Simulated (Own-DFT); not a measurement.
# How strain changes the stress of wurtzite AlN, 72 atoms (Al36N36)

These are calculations, not measurements. They come from Own-DFT, an in-house plane-wave density functional program, since retired, whose code no person has reviewed. Each row is one single-point run on a periodic cell that was not relaxed, without spin or spin-orbit coupling.

Settings of every run: PBE; PseudoDojo norm-conserving scalar-relativistic files; cutoff 42 hartree; 4 x 4 x 3 k mesh centred on Gamma; Gaussian smearing of 0.01 eV.

Known limits: k mesh not checked against a denser one; stress not checked against mesh or cutoff.

Unstrained cell vectors in Å: (9.336, 0.000, 0.000); (-4.668, 8.085, 0.000); (0.000, 0.000, 9.964). The unstrained cell has measured lattice constants (interpolated for alloys), not those of this functional. That, the random moves and any unrelaxed bonds set the pressure at no strain. Each run strains this cell uniformly, with the atoms carried along. Every atom was also moved at random, by a Gaussian of width 0.05 Å on each axis. Strain is the symmetric tensor, in per cent. Stress is positive in tension, and the pressure is minus a third of its trace.

```
run  e_xx (%)  e_yy (%)  e_zz (%)  s_xx (GPa)  s_yy (GPa)  s_zz (GPa)  P (GPa)  E (meV/atom)
  1      0.00      0.00     -1.25       -6.78       -6.19      -10.98     7.98          11.5
  2      0.00      0.00      0.25       -7.65       -3.66       -3.95     5.08           9.7
  3      0.00      0.00     -1.00       -6.88       -6.56       -8.63     7.35          10.4
  4      0.00      0.00      2.50       -2.80       -3.60        4.87     0.51           0.4
  5      0.00      0.00      2.25       -3.91       -5.11        3.79     1.74          26.5
  6      0.00      0.00      1.25       -3.84       -5.53        0.81     2.86           0.0
  7      0.00      0.00     -1.75       -8.85       -5.82      -12.53     9.06          10.8
  8      0.00      0.00     -2.00       -7.13       -7.52      -13.63     9.43          18.7
  9      0.00      0.00      1.00           ?           ?           ?        ?             ?
```

E is the free energy for each atom above the lowest run shown.

## Worked fit

The change of volume is close to e_xx + e_yy + e_zz. A straight line through the runs shown gives P = 5.56 - 192 x (fractional change of volume) GPa, with an error of 6 on the slope and a scatter of 0.27 GPa. The strain isn't the same on all axes and the cell isn't cubic, so the slope belongs to this path and is not the bulk modulus.

## Withheld run

Question: what pressure should run 9 give? Its volume changes by 1.00 %.

The line gives 3.6 GPa. The calculation gave 3.85 GPa.
